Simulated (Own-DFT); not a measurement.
Simulation results for GaN (wurtzite, atoms displaced)

Computed with Own-DFT development build. A calculation, not a measurement: plane-wave PBE density functional theory by an unreviewed code, no spin, of a simulated periodic cell, stress positive in tension, free energy of the whole cell less one offset for each atom, forces on such cells passed a denser k mesh, this cell's mesh not checked; offsets are fitted by least squares, one for each functional and potential file, so energies compare only between cells with the same atoms and settings and are not formation energies; the far tail of each file's local potential was reset to the Coulomb form; each entry is a single point on an unrelaxed cell, so the pressure reflects the starting lattice, mostly measured values (interpolated for alloys), from which strain is counted, and rises with the displacements; printed positions are rounded, which can move forces by about a meV/angstrom; the program, named Own-DFT, is a retired in-house code; no spin-orbit coupling.

### GaN (wurtzite, atoms displaced)

```
CELL_PARAMETERS angstrom
12.75600 0.00000 0.00000
-4.78350 8.28530 0.00000
0.00000 0.00000 10.37000
ATOMIC_POSITIONS crystal
Ga 0.07115 0.21702 0.00225
Ga 0.17109 0.10199 0.24839
N 0.08842 0.22641 0.18934
N 0.16491 0.11068 0.44436
Ga 0.08476 0.22678 0.50382
Ga 0.16762 0.11110 0.75740
N 0.08590 0.21402 0.68706
N 0.16674 0.10609 0.93515
Ga 0.07802 0.54484 0.99573
Ga 0.16668 0.44516 0.24912
N 0.07970 0.55221 0.18786
N 0.16143 0.44007 0.44011
Ga 0.08416 0.55763 0.50460
Ga 0.16169 0.44001 0.75433
N 0.09015 0.55585 0.68066
N 0.16798 0.44128 0.94047
Ga 0.07924 0.88862 0.99717
Ga 0.16469 0.77541 0.23859
N 0.07908 0.89090 0.18180
N 0.17112 0.78161 0.44693
Ga 0.07693 0.88180 0.50345
Ga 0.16884 0.77370 0.74160
N 0.08000 0.89292 0.69663
N 0.16095 0.77484 0.93592
Ga 0.33919 0.23152 0.99929
Ga 0.41613 0.11413 0.24870
N 0.32966 0.21752 0.18298
N 0.41798 0.11895 0.44551
Ga 0.34099 0.22271 0.50041
Ga 0.41035 0.11132 0.75784
N 0.33800 0.22086 0.69610
N 0.41383 0.12294 0.93394
Ga 0.33447 0.54872 0.00047
Ga 0.41963 0.45359 0.24603
N 0.33907 0.56757 0.18547
N 0.41478 0.44924 0.43692
Ga 0.32899 0.55146 0.50043
Ga 0.41927 0.44678 0.74887
N 0.32822 0.55726 0.68925
N 0.41092 0.43738 0.94279
Ga 0.32634 0.89588 0.99636
Ga 0.41721 0.77314 0.24721
N 0.34112 0.90212 0.19355
N 0.40673 0.77029 0.42936
Ga 0.32018 0.88874 0.49305
Ga 0.42510 0.78276 0.74726
N 0.32548 0.88713 0.68833
N 0.41659 0.78677 0.94270
Ga 0.58261 0.22404 0.99332
Ga 0.66444 0.11342 0.25544
N 0.58745 0.21802 0.18819
N 0.67010 0.12287 0.43749
Ga 0.57816 0.22805 0.50207
Ga 0.66880 0.11161 0.74562
N 0.58111 0.21810 0.68986
N 0.66695 0.11447 0.93900
Ga 0.58193 0.55223 0.00987
Ga 0.66995 0.44813 0.24518
N 0.58580 0.55576 0.19048
N 0.66533 0.44603 0.44027
Ga 0.57988 0.55212 0.50112
Ga 0.66501 0.45378 0.74813
N 0.57998 0.54888 0.68731
N 0.66502 0.44044 0.93998
Ga 0.58175 0.89177 0.00131
Ga 0.66547 0.77483 0.26123
N 0.58217 0.88348 0.18068
N 0.67201 0.76876 0.43674
Ga 0.58093 0.89300 0.50451
Ga 0.66938 0.78480 0.74717
N 0.58851 0.89497 0.69277
N 0.66680 0.78241 0.93644
Ga 0.84231 0.22227 0.99373
Ga 0.90884 0.10877 0.25015
N 0.83818 0.23198 0.18384
N 0.91396 0.10978 0.44013
Ga 0.83231 0.22157 0.50287
Ga 0.91873 0.11860 0.75086
N 0.83258 0.21613 0.68855
N 0.91534 0.10694 0.93601
Ga 0.83050 0.54542 0.00371
Ga 0.92495 0.45384 0.25436
N 0.83718 0.54504 0.18502
N 0.92068 0.44853 0.44240
Ga 0.83002 0.55297 0.49752
Ga 0.91582 0.44738 0.75933
N 0.82883 0.55180 0.68500
N 0.92559 0.44689 0.94437
Ga 0.82479 0.87901 0.00450
Ga 0.91008 0.78445 0.24712
N 0.82392 0.88309 0.18390
N 0.91579 0.77057 0.43316
Ga 0.82505 0.89192 0.49250
Ga 0.91286 0.77364 0.74811
N 0.82761 0.87428 0.68702
N 0.92088 0.77996 0.94253
```

* functional: PBE
* potential files: PseudoDojo norm-conserving, scalar-relativistic, standard set
* wave cutoff: 42 hartree
* occupations: Fermi-Dirac
* smearing width: 0.1 eV
* hardware: one NVIDIA H200
* k mesh: 3 x 4 x 3 centred on Gamma
* free energy of cell above offsets: 25.206 eV
* pressure: 7.81 GPa
* stress xx: -8.79 GPa
* stress yy: -6.62 GPa
* stress zz: -8.03 GPa
* stress yz: -0.04 GPa
* stress xz: -0.84 GPa
* stress xy: -0.72 GPa
* wall time: 1129 s

Force:
| element | x (eV/Å) | y (eV/Å) | z (eV/Å) |
| --- | --- | --- | --- |
| Ga | 2.93 | 0.286 | 0.341 |
| Ga | -1.762 | 1.04 | 1 |
| N | -0.63 | -1.157 | 0.09 |
| N | 0.836 | -0.204 | -0.766 |
| Ga | 0.265 | -1.158 | -0.726 |
| Ga | 0.555 | -0.072 | -1.181 |
| N | -1.406 | 1.1 | 0.737 |
| N | -0.607 | 1.168 | 1.802 |
| Ga | 2.611 | 2.706 | 1.246 |
| Ga | 0.259 | -0.038 | 0.298 |
| N | 1.574 | 0.903 | -0.546 |
| N | 0.281 | 0.756 | -0.616 |
| Ga | 0.179 | -0.117 | -1.663 |
| Ga | 0.951 | -0.135 | -0.452 |
| N | -1.602 | -0.845 | 2.472 |
| N | -0.53 | -0.264 | -0.031 |
| Ga | 1.136 | 0.391 | -0.292 |
| Ga | 0.113 | 0.744 | 0.99 |
| N | 0.343 | -0.964 | 0.931 |
| N | -3.963 | -2.238 | -2.568 |
| Ga | 0.122 | 1.077 | 0.254 |
| Ga | -1.861 | 0.159 | 1.478 |
| N | 0.766 | -1.262 | -1.201 |
| N | 0.486 | -0.474 | 0.101 |
| Ga | -1.831 | -2.245 | 0.348 |
| Ga | 0.714 | 1.081 | 0.563 |
| N | 0.875 | 1.515 | 0.859 |
| N | 0.802 | -1.632 | -1.932 |
| Ga | -3.059 | 0.723 | 1.073 |
| Ga | 1.869 | -0.97 | -1.878 |
| N | -1.895 | 1.155 | -1.465 |
| N | 1.589 | -1.178 | 1.772 |
| Ga | -1.27 | 1.68 | -0.339 |
| Ga | -0.409 | -1.344 | 0.62 |
| N | -0.427 | -2.45 | -0.132 |
| N | 0.663 | -0.529 | -0.18 |
| Ga | -0.481 | 0.383 | 0.101 |
| Ga | -1.226 | -0.533 | 0.374 |
| N | 1.289 | -0.097 | 0.201 |
| N | 1.297 | 2.416 | -1.095 |
| Ga | 0.877 | -0.278 | 0.387 |
| Ga | -0.386 | 2.251 | -0.172 |
| N | -0.863 | -2.045 | -1.076 |
| N | 0.884 | 1.146 | 1.852 |
| Ga | 4.482 | 1.957 | 1.767 |
| Ga | -2.338 | -0.421 | 0.941 |
| N | 2.5 | 1.083 | -0.605 |
| N | -0.04 | -0.917 | -0.879 |
| Ga | 0.256 | -1.101 | 0.895 |
| Ga | 1.456 | -0.603 | -1.475 |
| N | -1.934 | 1.088 | -0.505 |
| N | -0.4 | -1.313 | 1.012 |
| Ga | 1.378 | -0.2 | 0.546 |
| Ga | -0.948 | 1.038 | 1.34 |
| N | -0.201 | 0.585 | 0.198 |
| N | 0.798 | 0.144 | -0.641 |
| Ga | -0.145 | 0.739 | -2.003 |
| Ga | 0.719 | -1.181 | 0.82 |
| N | -0.194 | 0.08 | 0.466 |
| N | -0.135 | -0.072 | -0.875 |
| Ga | 0.031 | -0.159 | -0.158 |
| Ga | 1.245 | -1.879 | 0.592 |
| N | -0.837 | 1.732 | -0.141 |
| N | -0.234 | 1.292 | -0.383 |
| Ga | 0.137 | 0.224 | -0.838 |
| Ga | -1.101 | 0.348 | -2.513 |
| N | 0.506 | 0.56 | 2.501 |
| N | -3.015 | 0.079 | 1.079 |
| Ga | -0.396 | -0.32 | -1.261 |
| Ga | 0.265 | -1.34 | 0.851 |
| N | -0.224 | -0.733 | -1.404 |
| N | -0.501 | -1.308 | -0.044 |
| Ga | -2.372 | -0.312 | 1.262 |
| Ga | 0.979 | 0.898 | -0.167 |
| N | -0.182 | -0.86 | 0.506 |
| N | 0.035 | 0.333 | -0.375 |
| Ga | 0.257 | 0.866 | -0.497 |
| Ga | 1.208 | -1.812 | -0.667 |
| N | -0.141 | 1.371 | 0.27 |
| N | -0.228 | -0.956 | -0.164 |
| Ga | 0.181 | 1.14 | -0.719 |
| Ga | -0.648 | -1.623 | 0.519 |
| N | -1.756 | 1.627 | 0.816 |
| N | -0.479 | -0.513 | -0.141 |
| Ga | 0.446 | 0.041 | 0.015 |
| Ga | 0.304 | -0.006 | -1.763 |
| N | 0.753 | -0.066 | 0.778 |
| N | -2.842 | -1.415 | -1.66 |
| Ga | 0.966 | 0.395 | -1.634 |
| Ga | 1.865 | -1.143 | -0.019 |
| N | 0.176 | 0.799 | 1.315 |
| N | -1.033 | 0.771 | 0.165 |
| Ga | 3.174 | 0.011 | 1.895 |
| Ga | 0.524 | 0.229 | 0.821 |
| N | -0.191 | 2.038 | -0.77 |
| N | -2.181 | -1.668 | -0.644 |
